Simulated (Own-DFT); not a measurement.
# Point defects and the pressure they add: zincblende GaAs

The numbers are computed, not measured, by runs of the plane-wave DFT program Own-DFT (in-house, retired, unreviewed) at fixed positions, with no spin and no spin-orbit coupling.

All runs used: PBE; PseudoDojo norm-conserving scalar-relativistic files; cutoff 42 hartree; 3 x 3 x 3 k mesh centred on Gamma; Fermi-Dirac smearing of 0.1 eV.

Limits (not all hold for every row): not probed for a lower state with spin; forces not confirmed at this smearing and k mesh; stress not checked against mesh or cutoff.

All runs share one cell, with vectors in Å (11.737, 0.000, 0.000); (0.000, 11.737, 0.000); (0.000, 0.000, 10.919) and a volume of 1504.3 Å³, strained against the parent crystal. u is the rms random offset of the atoms per axis. The defect's site can differ from row to row.

```
                             cell     formula   u (Å)  P (GPa)
                        no defect    As32Ga32  0.0284     0.73
                        no defect    As32Ga32  0.0296     0.75
                        no defect    As32Ga32  0.0516     1.09
              one Al on a Ga site  AlAs32Ga31  0.0303     0.75
              one Al on a Ga site  AlAs32Ga31  0.0450     0.95
              one Al on a Ga site  AlAs32Ga31  0.0469     0.95
              one P on an As site   As31Ga32P  0.0311     0.52
              one P on an As site   As31Ga32P  0.0339     0.56
              one P on an As site   As31Ga32P  0.0478        ?
              one P on an As site   As31Ga32P  0.0485     0.80
              one In on a Ga site  As32Ga31In  0.0311     1.36
              one In on a Ga site  As32Ga31In  0.0313     1.41
              one In on a Ga site  As32Ga31In  0.0517     1.74
one As vacancy and one Ga vacancy    As31Ga31  0.0282     0.40
one As vacancy and one Ga vacancy    As31Ga31  0.0300     0.37
one As vacancy and one Ga vacancy    As31Ga31  0.0522     0.89
```

## Working it out

P = P0 + c u² + a shift for each defect gives P0 = 0.55 GPa, c = 215 ± 14 GPa/Å² and a scatter of 0.04 GPa. The shifts, and each times the cell's volume:

- one In on a Ga site: 0.63 ± 0.03 GPa, 5.9 eV
- one Al on a Ga site: -0.03 ± 0.03 GPa, -0.3 eV (not resolved)
- one P on an As site: -0.24 ± 0.03 GPa, -2.3 eV
- one As vacancy and one Ga vacancy: -0.31 ± 0.03 GPa, -2.9 eV

Against the defect-free cell, a freed cell would be larger where the shift is positive and smaller where it is negative (160.2 GPa Å³ is 1 eV). The atoms around the defects weren't relaxed, which would change these numbers.

## The run left out

Question: what pressure belongs in the blank (one P on an As site, u = 0.0478 Å)?

Estimate: 0.80 ± 0.05 GPa. Computed: 0.78 GPa.
